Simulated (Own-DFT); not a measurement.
Al₁₆O₂₃ (corundum with two vacancies, atoms displaced) (calculated)

All values are calculated (Own-DFT development build). A calculation, not a measurement: plane-wave PBE density functional theory by an unreviewed code, no spin, of a simulated periodic cell, stress positive in tension, free energy of the whole cell less one offset for each atom, defect cell not probed for a lower state with spin; oxygen file: force components 24 meV/angstrom off all-electron in one glass; forces on such cells passed a denser k mesh, this cell's mesh not checked; offsets are fitted by least squares, one for each functional and potential file, so energies compare only between cells with the same atoms and settings and are not formation energies; the far tail of each file's local potential was reset to the Coulomb form; each entry is a single point on an unrelaxed cell, so the pressure reflects the starting lattice, mostly measured values, from which strain is counted, and rises with the displacements; printed positions are rounded, which can move forces by about a meV/angstrom; the program is a retired in-house code; no spin-orbit coupling; before rounding, a Quantum ESPRESSO 7.3.1 run of the same cell and cutoff gave forces within 1 meV/angstrom rms on each cell, which checks the program and not the settings.

### Al₁₆O₂₃ (corundum with two vacancies, atoms displaced)

```
cell vectors (Å)
   5.4940     0.0000     8.6604
  -2.7470     4.7579     8.6604
  -2.7470    -4.7579     8.6604
atoms (fractions of the cell vectors)
Al  0.17569  0.18306  0.16282
Al  0.33341  0.30548  0.33137
Al  0.41490  0.43366  0.43709
Al  0.05758  0.08774  0.09199
O   0.25756  0.47316  0.13423
O   0.45706  0.14933  0.27662
O   0.11564  0.28597  0.48764
O   0.22394  0.02433  0.37761
O   0.03644  0.37425  0.22368
O   0.38632  0.21816  0.02732
Al  0.16506  0.19098  0.67002
Al  0.32755  0.32888  0.81952
Al  0.42924  0.42532  0.93662
Al  0.07987  0.07384  0.55817
O   0.26734  0.48326  0.63719
O   0.47346  0.13591  0.77832
O   0.12314  0.29520  0.97332
O   0.22422  0.02312  0.85954
O   0.03671  0.35739  0.72575
O   0.38913  0.20871  0.53123
Al  0.15017  0.68316  0.18674
Al  0.33180  0.83629  0.32060
Al  0.42151  0.92959  0.42807
Al  0.09824  0.57074  0.07131
O   0.28376  0.00307  0.11541
O   0.46863  0.62752  0.28390
O   0.13349  0.78268  0.46195
O   0.22082  0.53664  0.38727
O   0.02947  0.86918  0.23633
O   0.39745  0.71661  0.01767
Al  0.19345  0.66839  0.66637
Al  0.31243  0.82993  0.83937
Al  0.43243  0.93796  0.91970
Al  0.07461  0.57028  0.57440
O   0.48632  0.61913  0.77819
O   0.13203  0.78522  0.96719
O   0.22034  0.53168  0.88156
O   0.03841  0.86592  0.71243
O   0.37494  0.72266  0.50746
Al  0.66776  0.18140  0.17102
Al  0.81534  0.32846  0.34248
Al  0.91704  0.45592  0.41354
Al  0.57692  0.06312  0.07201
O   0.80025  0.45724  0.11515
O   0.96674  0.11965  0.29508
O   0.64771  0.27265  0.46641
O   0.73267  0.02804  0.36876
O   0.52608  0.40632  0.20951
O   0.87265  0.22774  0.01279
Al  0.68399  0.16417  0.66307
Al  0.83072  0.33057  0.82821
Al  0.92816  0.43194  0.92592
Al  0.57250  0.07301  0.57836
O   0.76388  0.47072  0.63209
O   0.61854  0.26731  0.98168
O   0.72102  0.04343  0.85169
O   0.53415  0.35700  0.73208
O   0.86892  0.23913  0.51467
Al  0.68485  0.67208  0.17775
Al  0.80308  0.83446  0.32678
Al  0.91539  0.94153  0.43473
Al  0.56074  0.58430  0.08057
O   0.76068  0.99170  0.12463
O   0.97275  0.62221  0.28641
O   0.63024  0.77616  0.46354
O   0.73262  0.51283  0.37287
O   0.53330  0.89247  0.21229
O   0.87856  0.72367  0.02477
Al  0.68167  0.66517  0.67898
Al  0.80912  0.82883  0.83358
Al  0.93834  0.91726  0.91697
Al  0.56914  0.58893  0.57516
O   0.77347  0.98851  0.62333
O   0.97774  0.62544  0.77206
O   0.60981  0.77828  0.97835
O   0.73114  0.52687  0.86340
O   0.53836  0.87043  0.72318
O   0.87758  0.71641  0.53438
```

Settings of this run: functional PBE, potential files PseudoDojo norm-conserving, scalar-relativistic, standard set, wave cutoff 72 hartree, occupations Fermi-Dirac, smearing width 0.1 eV and k mesh 3 x 3 x 3 centred on Gamma.

It finds free energy of cell above offsets -38.209 eV; pressure 16.33 GPa; stress xx -16.22 GPa; stress yy -16.53 GPa; stress zz -16.23 GPa; stress yz -1.38 GPa; stress xz 0.94 GPa; stress xy 0.42 GPa.

Force:
```csv
element,x (eV/Å),y (eV/Å),z (eV/Å)
Al,-1.53,0.192,4.245
Al,-7.356,3.505,3.852
Al,1.659,0.751,0.049
Al,1.198,-0.173,-2.187
O,3.392,-1.666,4.824
O,6.296,-3.858,-3.541
O,1.152,1.914,-1.259
O,0.702,1.978,-0.21
O,-0.197,0.523,0.067
O,-2.076,0.157,-0.647
Al,3.572,-3.543,-2.055
Al,0.137,-0.922,2.387
Al,1.251,0.149,-1.917
Al,-2.792,-1.124,1.391
O,3.188,-0.876,-2.473
O,0.518,-0.702,-2.869
O,0.355,-0.532,-2.041
O,-1.948,0.214,3.41
O,-2.972,2.756,3.54
O,-2.027,2.06,-0.361
Al,2.506,-0.598,3.412
Al,-0.657,0.584,-3.474
Al,-1.455,0.041,1.506
Al,-3.332,0.726,-5.254
O,2.006,-1.961,-3.783
O,0.93,0.978,1.18
O,-1.081,0.002,-0.146
O,1.84,0.416,-2.626
O,-0.09,2.218,-0.391
O,-5.265,1.796,-2.857
Al,-3.747,0.73,0.385
Al,4.541,1.597,0.074
Al,-1.499,-0.195,-1.762
Al,-2.362,0.333,1.498
O,-2.382,0.212,-0.789
O,-2.149,-2.841,-1.579
O,1.691,1.208,-0.315
O,-0.959,0.172,0.774
O,1.969,-2.004,4.214
Al,-0.153,0.981,1.497
Al,5.234,3.043,-1.524
Al,0.991,-6.453,-2.463
Al,0.506,6.202,2.011
O,-3.936,-0.659,2.009
O,0.987,3.217,0.609
O,-5.141,-0.528,-4.565
O,-1.827,0.162,-0.534
O,0.537,-6.212,-3.732
O,0.222,-3.243,2.729
Al,-3.338,2.704,5.196
Al,-0.207,0.153,-4.14
Al,0.801,1.348,-0.787
Al,1.308,-0.202,-0.507
O,1.941,0.994,0.776
O,0.477,1.844,1.863
O,0.543,-4.493,1.427
O,-1.107,3.097,0.602
O,1.903,-3.87,2.482
Al,-0.223,-0.372,-1.053
Al,2.259,1.131,2.821
Al,2.957,-2.631,-1.756
Al,3.162,1.111,2.445
O,2.598,-2.449,-0.669
O,-1.212,4.275,1.292
O,-1.45,-0.564,-0.979
O,-3.905,3.582,2.448
O,0.288,-5.367,-2.647
O,-0.549,-0.1,0.626
Al,-0.704,1.055,1.282
Al,2.35,0.494,-0.21
Al,-0.744,2.864,0.517
Al,0.579,-2.64,-2.406
O,2.423,-2.982,-3.027
O,-1.455,-0.123,-0.19
O,2.362,0.104,3.221
O,-0.755,-1.216,1.761
O,0.122,1,0.154
O,-0.874,0.525,-0.853
```
